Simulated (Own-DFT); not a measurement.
# Computed records: Si3N4 (beta silicon nitride, strained, atoms displaced)

All values are calculated (Own-DFT development build). A calculation, not a measurement: plane-wave PBE density functional theory by an unreviewed code, no spin, of a simulated periodic cell, stress positive in tension, free energy of the whole cell less one offset for each atom, forces on such cells moved up to 12 meV/angstrom on a denser k mesh; offsets are fitted by least squares, one for each functional and potential file, so energies compare only between cells with the same atoms and settings and are not formation energies; the far tail of each file's local potential was reset to the Coulomb form; each entry is a single point on an unrelaxed cell, so the pressure reflects the starting lattice, mostly measured values (interpolated for alloys), from which strain is counted, and rises with the displacements; printed positions are rounded, which can move forces by about a meV/angstrom; the program, named Own-DFT, is a retired in-house code; no spin-orbit coupling; before rounding, a Quantum ESPRESSO 7.3.1 run of the same cell and cutoff gave forces within 1 meV/angstrom rms on each cell, which checks the program and not the settings.

Settings shared by all entries: functional PBE; potential files PseudoDojo norm-conserving, scalar-relativistic, standard set; wave cutoff 42 hartree; occupations Fermi-Dirac; smearing width 0.1 eV; k mesh 2 x 2 x 4 centred on Gamma.

(1) Si3N4 (beta silicon nitride, strained, atoms displaced)

```xyz
112
Lattice="15.1242 -0.2256 -0.1665 -7.7575 13.2766 0.3162 -0.0637 0.1029 5.9201" Properties=species:S:1:pos:R:3 Si3N4
Si    -1.7820     5.0837     0.8008
Si     0.2132     2.7446     0.9226
Si     1.2062     5.4411     0.7496
Si     5.2952     1.4998     2.2309
Si     3.4935     3.8360     2.3043
Si     2.3860     1.1084     2.1828
N      2.4116     0.2180     0.6626
N      6.1471     1.9454     0.7107
N      2.6632     4.3670     0.7425
N      1.3434     6.4477     2.3185
N     -2.4535     4.6441     2.2551
N      0.9510     2.1687     2.2448
N     -0.1051     4.3906     0.7639
N      3.8326     2.1666     2.3200
Si    -1.5981     5.2557     3.7907
Si     0.0325     2.7647     3.7875
Si     1.2807     5.4954     3.8172
Si     5.2446     1.5393     5.1486
Si     3.4571     3.9470     5.2325
Si     2.3859     1.1859     5.1874
N      2.3960     0.2748     3.7284
N      6.0833     2.0061     3.6479
N      2.6538     4.3860     3.7783
N      1.3449     6.4637     5.3428
N     -2.5876     4.7904     5.3052
N      0.9287     2.3307     5.1598
N     -0.1430     4.4873     3.6847
N      3.6629     2.2199     5.1220
Si    -5.4749    11.7851     1.0435
Si    -3.6375     9.2793     0.9251
Si    -2.5427    12.0453     0.9836
Si     1.3258     8.1078     2.3275
Si    -0.3498    10.5143     2.3761
Si    -1.5150     7.7104     2.3751
N     -1.5139     6.7843     0.7878
N      2.2224     8.4938     0.8602
N     -1.1100    11.0202     0.9793
N     -2.5851    13.0671     2.4598
N     -6.4029    11.2887     2.5490
N     -2.8743     8.8969     2.3630
N     -3.9820    11.1180     1.0090
N     -0.2348     8.9121     2.3302
Si    -5.5548    11.7712     3.9368
Si    -3.7876     9.3927     3.8604
Si    -2.5859    12.1090     3.9548
Si     1.3789     8.1040     5.3897
Si    -0.4385    10.5647     5.3646
Si    -1.6543     7.8051     5.3868
N     -1.5386     6.8960     3.8862
N      2.2108     8.5379     3.8555
N     -1.1974    11.0585     3.9039
N     -2.6943    13.1697     5.4020
N     -6.3669    11.3783     5.4615
N     -2.9276     8.8397     5.3468
N     -4.0293    11.0258     3.8906
N     -0.1349     8.8585     5.3661
Si     5.8351     4.9810     0.7772
Si     7.7889     2.5078     0.7157
Si     8.7521     5.3554     0.7834
Si    12.8463     1.3985     2.1186
Si    11.0670     3.8170     2.1210
Si     9.8627     1.0113     2.1529
N      9.9794     0.0292     0.6286
N     13.7045     1.7051     0.6006
N     10.2785     4.2603     0.6875
N      8.8312     6.2922     2.2341
N      4.9772     4.5360     2.2535
N      8.5031     2.1753     2.2551
N      7.5316     4.2739     0.7502
N     11.3713     2.0944     2.1597
Si     5.8005     5.0461     3.6663
Si     7.6891     2.6250     3.6420
Si     8.7807     5.4043     3.6814
Si    12.8985     1.3764     4.9852
Si    10.9548     3.9095     5.1052
Si     9.8304     1.1231     5.1643
N      9.8521     0.1834     3.5346
N     13.6303     1.8455     3.5173
N     10.1603     4.3093     3.7174
N      8.7153     6.3584     5.1120
N      4.9405     4.6811     5.3051
N      8.5025     2.2127     5.1496
N      7.4444     4.4443     3.6836
N     11.2923     2.1979     5.0333
Si     1.9975    11.5362     0.9479
Si     3.8485     9.1805     0.9255
Si     4.9994    12.0579     0.8106
Si     8.9536     8.0245     2.2710
Si     7.1961    10.3190     2.2435
Si     6.0599     7.5989     2.1977
N      6.1047     6.6078     0.8233
N      9.7978     8.3469     0.7713
N      6.3561    10.9645     0.8581
N      4.9609    12.9765     2.4325
N      1.1954    11.2761     2.3662
N      4.6053     8.7640     2.3297
N      3.6171    11.0128     0.8778
N      7.3723     8.7315     2.2868
Si     1.9288    11.7003     3.9046
Si     3.7937     9.3068     3.7502
Si     4.8789    12.0692     3.7834
Si     8.9352     7.9146     5.2850
Si     7.1263    10.4689     5.1920
Si     5.9648     7.6724     5.2050
N      6.0496     6.7936     3.7140
N      9.7766     8.4470     3.7715
N      6.3875    10.8976     3.7474
N      4.9172    12.9509     5.2620
N      1.1554    11.2266     5.2499
N      4.5857     8.8362     5.2816
N      3.5836    11.0472     3.9317
N      7.3457     8.7925     5.2769
```

It finds free energy of cell above offsets -7.647 eV; pressure 5.4 GPa; stress xx -6.48 GPa; stress yy -9.72 GPa; stress zz -0.01 GPa; stress yz 6.52 GPa; stress xz -4.01 GPa; stress xy -4.61 GPa.

Force:
```csv
element,x (eV/Å),y (eV/Å),z (eV/Å)
Si,2.763,-0.725,0.191
Si,-2.057,-1.873,-5.515
Si,2.379,-1.787,3.945
Si,3.021,-0.804,-1.852
Si,-3.551,0.4,-1.101
Si,-0.157,1.395,1.326
N,-0.227,-0.779,3.355
N,-0.41,-0.8,-0.119
N,-0.212,-0.26,1.823
N,-1.256,-2.869,-0.407
N,-0.056,1.386,3.062
N,1.408,-0.525,3.022
N,-1.486,1.465,0.276
N,-4.833,0.265,-1.014
Si,-4.026,-3.659,0.257
Si,2.577,-0.777,-0.885
Si,1.091,-0.185,-0.834
Si,0.998,2.326,0.098
Si,-2.321,-0.969,0.718
Si,-3.39,1.804,-2.507
N,-0.329,-2.01,-1.784
N,0.788,-0.091,1.427
N,-0.367,0.889,-1.114
N,-0.86,-1.676,-3.442
N,0.898,0.606,-2.991
N,0.504,-0.974,2.22
N,2.01,0.092,0.638
N,2.084,1.775,0.839
Si,-3.986,-1.112,-0.827
Si,-3.07,1.331,-1.046
Si,0.016,1.708,0.152
Si,2.141,2.231,1.311
Si,-0.677,2.91,2.38
Si,-0.553,2.469,-1.25
N,0.048,-0.575,4.779
N,1.138,1.21,1.812
N,-1.845,1.159,-2.673
N,0.293,-1.56,0.078
N,1.953,0.977,-2.299
N,0.248,-1.445,1.794
N,3.433,-3.292,-0.412
N,1.088,-5.151,0.231
Si,-1.445,0.865,2.358
Si,0.543,-2.118,-0.038
Si,-0.941,0.407,-0.656
Si,1.137,3.127,-2.911
Si,0.813,-0.636,0.176
Si,3.686,2.137,-2.95
N,0.025,1.433,-0.667
N,-0.408,0.298,-0.999
N,-0.478,0.315,-0.637
N,0.808,-4.04,0.33
N,-0.02,0.244,0.238
N,-2.476,2.003,0.033
N,2.386,2.473,0.452
N,-3.123,-0.789,-0.022
Si,1.8,-3.12,0.953
Si,-1.681,2.304,0.063
Si,3.044,-0.367,-1.4
Si,1.199,-0.866,-2.855
Si,-0.633,-1.346,2.009
Si,2.05,2.615,-2.461
N,-1.234,0.8,1.04
N,1.366,0.866,0.136
N,-2.127,1.808,-0.064
N,-0.057,0.855,-0.787
N,2.695,1.7,-0.12
N,1.638,-1.832,-2.188
N,-3.269,-1.195,-0.009
N,-4.929,0.589,-0.437
Si,1.01,-0.045,2.307
Si,-0.763,2.336,1.677
Si,1.602,-0.558,0.441
Si,-1.881,1.722,1.894
Si,1.275,-2.202,1.292
Si,2.844,0.562,-2.509
N,-0.597,-2.223,4.37
N,1.35,0.58,1.351
N,-0.466,1.314,-3.479
N,-0.05,-4.128,1.856
N,2.073,0.618,-3.082
N,-0.434,-0.729,-0.09
N,-2.45,-3.164,-0.028
N,-1.09,-1.888,0.528
Si,1.807,1.551,-2.958
Si,-0.965,2.225,-3.691
Si,0.164,-1.821,2.934
Si,0.923,0.227,0.283
Si,-2.579,5.308,1.147
Si,-1.048,2.699,1.749
N,-0.261,2.768,-1.255
N,2.02,0.742,0.75
N,0.975,-0.58,-1.426
N,-0.031,0.155,-3.468
N,-1.371,-1.202,1.947
N,2.064,-1.938,0.538
N,-0.244,-2.449,0.474
N,0.635,-4.554,-0.57
Si,2.886,1.023,-2.178
Si,-0.559,0.037,2.42
Si,2.951,-2.568,1.379
Si,-0.334,6.606,-1.649
Si,0.218,1.263,2.154
Si,0.105,2.758,0.502
N,-0.908,-1.525,0.216
N,-0.158,-0.557,-0.429
N,-1.992,1.384,-0.984
N,0.403,1.718,-0.615
N,-1.279,-0.114,4.32
N,0.405,-1.552,0.579
N,-2.266,-1.71,-1.017
N,0.44,-3.118,0.071
```

(2) Si3N4 (beta silicon nitride, strained, atoms displaced)

```xyz
112
Lattice="14.9895 -0.1353 0.1153 -7.6119 13.1295 -0.1242 0.0441 -0.0294 5.9057" Properties=species:S:1:pos:R:3 Si3N4
Si    -1.5968     5.0693     0.5998
Si     0.3085     2.6859     0.7066
Si     1.3476     5.3659     0.7785
Si     5.3219     1.4465     2.2204
Si     3.5351     3.8680     2.1838
Si     2.3393     1.1273     2.2650
N      2.4578     0.1478     0.7206
N      6.0482     1.8260     0.7082
N      2.6104     4.2598     0.6550
N      1.3615     6.3880     2.1638
N     -2.3985     4.5662     2.0744
N      0.9374     2.1956     2.2395
N     -0.1198     4.3534     0.7388
N      3.7308     2.2040     2.1740
Si    -1.6359     5.0328     3.6689
Si     0.1858     2.5814     3.6385
Si     1.3965     5.3692     3.7231
Si     5.3073     1.4442     5.2250
Si     3.5951     3.8435     5.1837
Si     2.2949     1.0484     5.1823
N      2.4397     0.1517     3.7568
N      6.2014     1.8316     3.7617
N      2.7088     4.2723     3.7044
N      1.4089     6.3191     5.1148
N     -2.3731     4.4278     5.1414
N      1.0379     2.2628     5.1696
N     -0.0495     4.2887     3.6973
N      3.7131     2.1505     5.2701
Si    -5.4285    11.6618     0.6890
Si    -3.5716     9.2485     0.6333
Si    -2.4156    12.0182     0.6395
Si     1.5691     7.9583     2.2629
Si    -0.2859    10.4879     2.1039
Si    -1.4155     7.6843     2.2903
N     -1.4692     6.7419     0.6407
N      2.3099     8.4643     0.7303
N     -1.1398    10.9136     0.6893
N     -2.5150    12.9110     2.1814
N     -6.2213    11.1971     2.1032
N     -2.7651     8.7595     2.1856
N     -3.8124    10.9501     0.7239
N     -0.0078     8.6661     2.1701
Si    -5.4003    11.5119     3.6311
Si    -3.5964     9.2621     3.6825
Si    -2.4190    11.8595     3.6046
Si     1.5844     7.9477     5.0776
Si    -0.3056    10.4387     5.2041
Si    -1.4545     7.6753     5.1246
N     -1.5046     6.7225     3.7283
N      2.1894     8.5594     3.7119
N     -1.0780    10.9185     3.6775
N     -2.4859    12.9080     5.1494
N     -6.2067    11.1313     5.1191
N     -2.8261     8.6918     5.1141
N     -3.8345    10.8916     3.5273
N     -0.0387     8.7210     5.1182
Si     5.9393     5.0089     0.7940
Si     7.6170     2.5393     0.7738
Si     8.8666     5.2929     0.7200
Si    12.8125     1.3647     2.2543
Si    11.0154     3.7851     2.3137
Si     9.7538     0.9790     2.2932
N      9.9361     0.0947     0.8043
N     13.6110     1.8300     0.8225
N     10.1059     4.2489     0.8109
N      8.8370     6.2828     2.2710
N      5.0336     4.5522     2.1791
N      8.4329     2.1006     2.2561
N      7.4874     4.2889     0.7612
N     11.2398     2.0241     2.2143
Si     5.8724     4.9007     3.7361
Si     7.6943     2.6154     3.7541
Si     8.8030     5.2288     3.8387
Si    12.8160     1.3457     5.3274
Si    11.0273     3.7375     5.1613
Si     9.9063     0.9997     5.2045
N      9.8777     0.1074     3.8405
N     13.7073     1.7945     3.7329
N     10.2356     4.2488     3.7333
N      8.9229     6.1384     5.1431
N      5.1212     4.3285     5.1812
N      8.5092     2.0235     5.2459
N      7.4760     4.1795     3.7411
N     11.3119     2.1336     5.1509
Si     2.1002    11.6262     0.6864
Si     3.9819     9.2056     0.7626
Si     5.0529    11.8323     0.8074
Si     8.9737     7.9312     2.2759
Si     7.2364    10.2829     2.3526
Si     6.0790     7.6251     2.3831
N      6.1315     6.6663     0.6786
N      9.8816     8.4870     0.7532
N      6.3921    10.8188     0.7676
N      5.0304    12.7702     2.1724
N      1.1674    11.0690     2.1728
N      4.7487     8.6315     2.1972
N      3.6190    10.7931     0.7095
N      7.4253     8.6588     2.2053
Si     2.0462    11.5173     3.6877
Si     3.8875     9.2156     3.6543
Si     5.0252    11.8735     3.6642
Si     9.1220     7.9504     5.2713
Si     7.2003    10.3638     5.2368
Si     6.1165     7.5920     5.1743
N      6.0632     6.6347     3.6217
N      9.8447     8.4528     3.6988
N      6.3613    10.8924     3.7209
N      5.0497    12.8216     5.2051
N      1.3652    11.0391     5.1773
N      4.7264     8.6728     5.0939
N      3.6806    10.8358     3.6749
N      7.4167     8.6678     5.2976
```

Results for Si3N4 (beta silicon nitride, strained, atoms displaced): free energy of cell above offsets -7.483 eV; pressure 9.86 GPa; stress xx -12.48 GPa; stress yy -16.39 GPa; stress zz -0.71 GPa; stress yz -1.91 GPa; stress xz 2.42 GPa; stress xy -1.56 GPa.

Force:
```csv
element,x (eV/Å),y (eV/Å),z (eV/Å)
Si,-1.665,-0.781,1.687
Si,-3.997,0.753,1.345
Si,-2.227,0.896,-1.801
Si,-0.765,0.991,1.753
Si,-3.111,-0.521,0.103
Si,1.243,0.001,-0.612
N,-1.416,2.926,1.605
N,2.646,1.486,2.957
N,1.494,0.694,2.404
N,0.138,-6.065,1.847
N,-0.266,0.836,2.135
N,3.217,-2.123,-2.544
N,4.085,0.474,0.054
N,0.209,-2.089,0.757
Si,0.733,-2.272,-1.404
Si,0.648,3.008,2.791
Si,-2.113,-1.325,-1.644
Si,-2.075,0.651,-2.73
Si,-4.509,-2.376,-1.104
Si,2.342,2.361,0.677
N,-1.157,-0.44,-1.643
N,-1.857,-0.166,-1.028
N,1.26,0.702,-0.708
N,0.012,-2.432,1.523
N,0.275,1.803,-1.447
N,0.971,-2.516,-1.934
N,1.092,2.325,-0.241
N,0.114,-1.61,-0.964
Si,1.463,-2.761,-1.129
Si,1.261,1.248,3.187
Si,-2.968,-0.104,1.819
Si,-0.87,5.124,-3.102
Si,-3.729,-5.19,2.321
Si,0.329,0.185,-2.896
N,-0.237,1.313,1.554
N,1.727,-0.053,-0.044
N,0.236,0.647,0.743
N,0.877,-1.732,-0.524
N,-0.86,-0.521,1.994
N,-0.55,-0.095,-0.18
N,-0.131,0.369,-0.85
N,-1.598,1.495,0.21
Si,-0.168,1.591,-0.482
Si,1.233,-1.881,-2.178
Si,-2.153,3.521,0.784
Si,-2.152,2.89,5.18
Si,2.247,-2.252,-2.967
Si,2.05,0.749,1.4
N,0.002,0.002,-1.29
N,4.716,1.209,-2.443
N,1.654,-0.734,-0.301
N,0.525,-2.291,-2.371
N,0.428,0.466,-0.449
N,0.333,0.278,-0.961
N,0.61,1.254,1.051
N,-0.866,-0.504,0.201
Si,-0.516,-1.373,-1.565
Si,1.004,0.722,-0.12
Si,-1.466,1.485,2.554
Si,0.571,0.845,1.27
Si,0.3,-1.44,-3.064
Si,2.558,2.15,0.102
N,-0.727,2.804,0.118
N,1.834,0.2,0.19
N,3.625,-1.685,-0.563
N,-0.191,-2.937,-0.062
N,2.402,1.027,1.238
N,0.303,-1.044,0.003
N,-1.274,-0.874,0.155
N,-2.067,0.259,0.676
Si,0.061,-0.321,-1.092
Si,1.193,-5.349,0.531
Si,1.229,-0.058,-5.68
Si,1.542,2.225,-2.201
Si,-0.846,1.447,2.609
Si,1.055,3.032,2.529
N,-0.637,-1.74,-3.521
N,-4.318,-2.6,1.04
N,-1.112,0.544,0.684
N,0.083,4.28,3.509
N,4.068,3.323,0.645
N,-0.187,0.232,-0.656
N,-1.417,5.18,-0.011
N,-2.026,-4.213,0.32
Si,-0.578,-4.933,0.94
Si,-2.468,-3.458,-1.876
Si,-1.425,0.444,-2.789
Si,2.103,1.613,-0.598
Si,-1.226,3.094,-2.345
Si,0.495,0.692,-6.328
N,-0.682,1.069,1.765
N,-2.859,-2.012,1.69
N,0.478,-0.232,1.962
N,-0.053,0.579,1.878
N,6.536,4.021,0.124
N,-1.484,0.892,1.181
N,1.027,3.546,0.609
N,0.398,-1.663,1.03
Si,0.329,-1.003,-0.85
Si,-0.285,-3.082,0.693
Si,-0.729,2.207,1.236
Si,-1.902,0.12,-2.286
Si,-0.373,-0.348,-0.849
Si,-0.997,0.489,-0.156
N,0.074,-2.22,4.851
N,-1.817,-1.025,1.429
N,2.805,-1.904,0.744
N,-0.291,-2.946,-0.533
N,-1.869,0.462,-0.302
N,0.301,-0.659,0.599
N,-1.638,2.182,-0.461
N,2.351,-1.458,-1.106
```

(3) Si3N4 (beta silicon nitride, strained, atoms displaced)

```xyz
112
Lattice="15.0366 0.2792 -0.0358 -7.2765 12.9591 -0.0895 -0.0137 -0.0474 5.8737" Properties=species:S:1:pos:R:3 Si3N4
Si    -1.6246     5.0526     0.6940
Si     0.2744     2.5910     0.6789
Si     1.5018     5.5195     0.7338
Si     5.3568     1.5160     2.1483
Si     3.6125     3.9492     2.2329
Si     2.4043     1.1152     2.1179
N      2.4040     0.1646     0.6651
N      6.2668     2.2076     0.7120
N      2.7497     4.3899     0.5694
N      1.4480     6.3953     2.1265
N     -2.2980     4.5187     2.1158
N      1.0100     2.1273     2.1782
N      0.0779     4.3458     0.7067
N      3.7228     2.1772     2.2272
Si    -1.4870     4.9993     3.6079
Si     0.2597     2.6275     3.6021
Si     1.4575     5.3306     3.6327
Si     5.3966     1.5834     5.1918
Si     3.6641     3.9730     4.9933
Si     2.4094     1.1731     5.1462
N      2.4433     0.1871     3.6366
N      6.1806     2.0722     3.6479
N      2.8591     4.4583     3.7476
N      1.4901     6.3382     5.0526
N     -2.3011     4.4428     5.1229
N      1.1269     2.0962     5.0933
N      0.0286     4.4416     3.6121
N      3.7727     2.1369     5.1558
Si    -5.1732    11.4339     0.6708
Si    -3.4132     9.1175     0.6251
Si    -2.1644    11.9535     0.7548
Si     1.7408     8.0317     2.2192
Si    -0.0911    10.3952     2.1294
Si    -1.2284     7.5879     2.0903
N     -1.3066     6.6802     0.6799
N      2.5247     8.5789     0.7022
N     -0.8356    10.9676     0.6221
N     -2.1566    12.8233     2.0842
N     -5.9299    10.9917     2.1475
N     -2.5228     8.7171     2.1710
N     -3.5171    10.8528     0.5731
N      0.1032     8.6468     2.1163
Si    -5.1148    11.4407     3.5623
Si    -3.3807     9.1819     3.6033
Si    -2.0968    11.8995     3.5198
Si     1.7250     7.9877     5.1884
Si    -0.0450    10.3651     4.9733
Si    -1.2035     7.6526     5.0636
N     -1.1924     6.7413     3.6507
N      2.4849     8.4997     3.5759
N     -0.8384    10.8760     3.4999
N     -2.0994    12.7780     5.0513
N     -5.9324    10.8969     5.0109
N     -2.6055     8.6463     5.1307
N     -3.5216    10.9050     3.6256
N      0.2474     8.7420     5.0409
Si     6.0287     5.1508     0.5922
Si     7.7174     2.7842     0.6539
Si     8.9498     5.4649     0.7154
Si    12.9098     1.6506     2.1472
Si    11.1262     4.1074     2.0304
Si     9.7923     1.3019     2.1364
N      9.9172     0.3259     0.7179
N     13.7584     2.3273     0.6796
N     10.3575     4.5309     0.6355
N      9.0255     6.5276     2.1128
N      5.1906     4.6656     2.1753
N      8.5462     2.2964     2.1610
N      7.6433     4.4242     0.7339
N     11.3544     2.3490     2.2012
Si     6.0624     5.1411     3.5913
Si     7.7037     2.7347     3.6654
Si     9.0085     5.5875     3.5828
Si    12.8607     1.8057     5.0370
Si    11.1571     4.0777     5.0112
Si     9.9474     1.1667     5.0997
N      9.9566     0.3266     3.7037
N     13.7517     2.2218     3.5711
N     10.3076     4.5218     3.6711
N      8.9647     6.5019     5.1367
N      5.1237     4.7154     5.1252
N      8.5607     2.2381     5.0765
N      7.6132     4.4720     3.6199
N     11.3126     2.4029     5.0841
Si     2.4176    11.5748     0.4954
Si     4.1923     9.2223     0.6493
Si     5.3817    12.0492     0.4662
Si     9.2817     8.2684     2.1065
Si     7.4353    10.5882     2.0332
Si     6.3501     7.8015     2.1357
N      6.2401     6.7430     0.6912
N     10.1046     8.6873     0.6690
N      6.7217    11.0216     0.6234
N      5.3117    12.8877     2.0165
N      1.5536    11.0346     2.0930
N      5.0025     8.7594     2.2397
N      3.8785    10.9762     0.6862
N      7.6639     8.8932     2.1794
Si     2.3389    11.5453     3.6702
Si     3.9743     9.1608     3.5497
Si     5.4366    12.0347     3.5907
Si     9.2315     8.1751     5.0191
Si     7.4996    10.5041     5.0156
Si     6.3941     7.7341     5.0807
N      6.2643     6.7935     3.6347
N     10.0970     8.6204     3.6432
N      6.7193    10.9329     3.6232
N      5.3975    12.8972     5.0739
N      1.4555    11.1719     4.9790
N      4.8717     8.7812     5.0908
N      3.9622    10.9175     3.5713
N      7.6604     8.9024     5.0573
```

Q: Estimate the stress zz of Si3N4 (beta silicon nitride, strained, atoms displaced) (entry 3).
A: -3.79 GPa

Further results for Si3N4 (beta silicon nitride, strained, atoms displaced) (entry 3):

* free energy of cell above offsets: -5.740 eV
* pressure: 10.02 GPa
* stress xx: -14.77 GPa
* stress yy: -11.51 GPa
* stress yz: -2.67 GPa
* stress xz: -1.13 GPa
* stress xy: 6.24 GPa

Force:
```csv
element,x (eV/Å),y (eV/Å),z (eV/Å)
Si,4.561,-2.399,-0.775
Si,1.347,3.456,0.032
Si,-2.646,-3.499,-3.037
Si,0.012,3.702,1.255
Si,-0.292,-0.685,-3.179
Si,-0.291,-0.912,1.89
N,-0.563,1.309,0.717
N,-6.586,-3.867,0.949
N,2.414,-0.348,2.958
N,0.83,-1.914,2.703
N,-2.044,0.234,2.25
N,0.823,-0.343,-0.779
N,-0.074,1.282,-0.134
N,2.053,1.443,-0.5
Si,-2.451,1.239,0.643
Si,0.738,1.134,1.381
Si,-1.826,3.246,-0.189
Si,-0.878,-1.541,-2.077
Si,-0.265,-4.134,6.961
Si,3.168,-4.323,-1.738
N,-0.882,0.781,-0.187
N,-1.909,-1.356,-0.122
N,-1.378,0.176,-6.331
N,-0.017,-0.617,1.014
N,-0.582,0.798,-2.258
N,-5.022,2.997,-0.643
N,3.2,-4.101,0.078
N,2.023,3.152,-0.188
Si,1.909,-0.16,-1.758
Si,1.633,1.956,2.861
Si,-1.715,-3.032,-6.886
Si,-2.422,1.828,-3.448
Si,2.842,-1.329,-3.892
Si,0.358,1.407,2.203
N,0.044,2.047,-1.632
N,1.444,-0.593,1.203
N,2.184,-1.794,0.028
N,0.586,1.928,2.708
N,-2.175,-0.818,-1.199
N,-1.822,-0.171,-0.956
N,-1.327,-0.134,1.269
N,0.973,0.832,-0.094
Si,0.081,1.555,1.457
Si,0.809,-0.541,0.585
Si,-3.482,1.162,3.211
Si,1.083,0.848,-2.157
Si,-1.39,2.021,1.986
Si,0.732,0.468,1.123
N,-1.12,-1.474,-1.503
N,0.075,-0.596,3.503
N,1.018,-0.85,2.432
N,0.734,1.595,0.434
N,-0.659,0.375,1
N,0.937,-0.634,-2.611
N,0.498,-1.738,-0.723
N,-3.08,-1.895,0.271
Si,-0.003,-3.236,3.441
Si,6.393,-0.313,0.471
Si,0.282,2.803,-1.157
Si,-0.182,0.93,-1.31
Si,1.304,-2.42,3.813
Si,5.758,-2.129,1.705
N,-0.449,0.715,-0.829
N,-3.216,-3.087,-0.623
N,-0.374,0.662,-1.009
N,0.044,-0.609,0.409
N,-0.202,0.139,-0.932
N,-3.219,1.714,-0.04
N,-1.924,2.321,-0.588
N,-2.092,0.334,-0.721
Si,-1.147,-1.226,0.447
Si,2.568,0.934,-0.896
Si,-1.694,-0.102,1.349
Si,1.781,-0.798,1.554
Si,-0.129,-0.616,1.459
Si,0.345,3.414,1.606
N,-0.808,-1.013,-3.079
N,-1.255,-1.342,0.962
N,0.653,0.596,-3.638
N,-0.113,-1.605,-0.747
N,2.315,0.232,-2.699
N,-0.527,-0.022,0.827
N,0.511,0.153,0.198
N,-1.296,-2.274,0.073
Si,-3.973,0.46,4.078
Si,-1.923,1.447,2.466
Si,-3.105,-3.514,6.989
Si,-0.244,-0.76,0.792
Si,2.013,-0.489,3.413
Si,0.403,-2.224,0.829
N,1.169,5.557,-0.224
N,-1.282,-0.522,-0.912
N,-0.316,0.373,-1.911
N,1.715,0.883,1.301
N,-0.098,1.177,0.122
N,-2.313,0.775,-2.714
N,5.632,-1.82,-0.898
N,0.951,-0.845,-0.94
Si,2.163,0.815,-6.053
Si,4.19,2.673,1.933
Si,-3.549,-1.638,-2.144
Si,0.403,0.504,2.176
Si,1.22,2.39,0.742
Si,-2.395,0.355,0.31
N,0.643,2.297,-0.683
N,0.717,0.604,-1.941
N,-0.452,1.531,-2.671
N,0.576,5.359,-5.273
N,-0.414,-0.389,2.011
N,2.101,-2.068,-1.957
N,0.039,0.262,0.604
N,0.594,-4.52,0.4
```
